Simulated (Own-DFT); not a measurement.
# Point defects and the pressure they add: monoclinic HfO2

No measurement is shown. These are fixed-geometry runs of a retired plane-wave code named Own-DFT, which no person has reviewed; spin and spin-orbit coupling are neglected.

Method: PBE; PseudoDojo norm-conserving scalar-relativistic files; cutoff 72 hartree; 2 x 2 x 2 k mesh centred on Gamma; Fermi-Dirac smearing of 0.1 eV.

Keep in mind (not all hold for every row): not probed for a lower state with spin; hafnium file: forces about 75 meV/angstrom off all-electron values; oxygen file: force components 24 meV/angstrom off all-electron in a glass; forces on such cells passed a denser k mesh, each cell not checked; stress not checked against mesh or cutoff.

All runs share one cell, with vectors in Å (10.234, 0.000, 0.000); (0.000, 10.350, 0.000); (-1.696, 0.000, 10.445) and a volume of 1106.4 Å³. The atoms are randomly displaced, by u rms on each axis. The defect's site can differ from row to row.

```
                                      cell     formula   u (Å)  P (GPa)
                                 no defect     Hf32O64  0.0197     3.86
                                 no defect     Hf32O64  0.0203     3.95
                                 no defect     Hf32O64  0.0481     5.42
                  two Al on a Hf site each  Al2Hf30O64  0.0287        ?
                  two Al on a Hf site each  Al2Hf30O64  0.0304     3.01
                  two Al on a Hf site each  Al2Hf30O64  0.0475     4.14
                  two Al on a Hf site each  Al2Hf30O64  0.0481     3.46
two Al on a Hf site each and one O vacancy  Al2Hf30O63  0.0289     2.08
two Al on a Hf site each and one O vacancy  Al2Hf30O63  0.0457     2.55
two Al on a Hf site each and one O vacancy  Al2Hf30O63  0.0489     3.23
                           two O vacancies     Hf32O62  0.0318     4.26
                           two O vacancies     Hf32O62  0.0494     4.99
                           two O vacancies     Hf32O62  0.0521     5.07
                       one Si on a Hf site   Hf31O64Si  0.0297     2.73
                       one Si on a Hf site   Hf31O64Si  0.0300     2.61
                       one Si on a Hf site   Hf31O64Si  0.0508     4.06
```

## Fit

P = P0 + c u² + a shift for each defect gives P0 = 3.70 GPa, c = 680 ± 83 GPa/Å² and a scatter of 0.24 GPa. The shifts, and each times the cell's volume:

- two O vacancies: -0.33 ± 0.22 GPa, -2.3 eV (-1.1 eV for each of its 2 sites) (not resolved)
- two Al on a Hf site each: -1.42 ± 0.21 GPa, -9.8 eV (-4.9 eV for each of its 2 sites)
- one Si on a Hf site: -1.56 ± 0.20 GPa, -10.8 eV
- two Al on a Hf site each and one O vacancy: -2.29 ± 0.21 GPa, -15.8 eV

Positive is outwards. The product with the volume (160.2 GPa Å³ to the eV) is nearly free of the cell's size; divided by the bulk modulus at the cell's pressure it gives the volume that the defect adds. The atoms around the defects weren't relaxed, which would change these numbers.

## The run left out

Q: what pressure belongs in the blank (two Al on a Hf site each, u = 0.0287 Å)?

From the fit: 2.85 ± 0.29 GPa. Computed: 2.12 GPa.
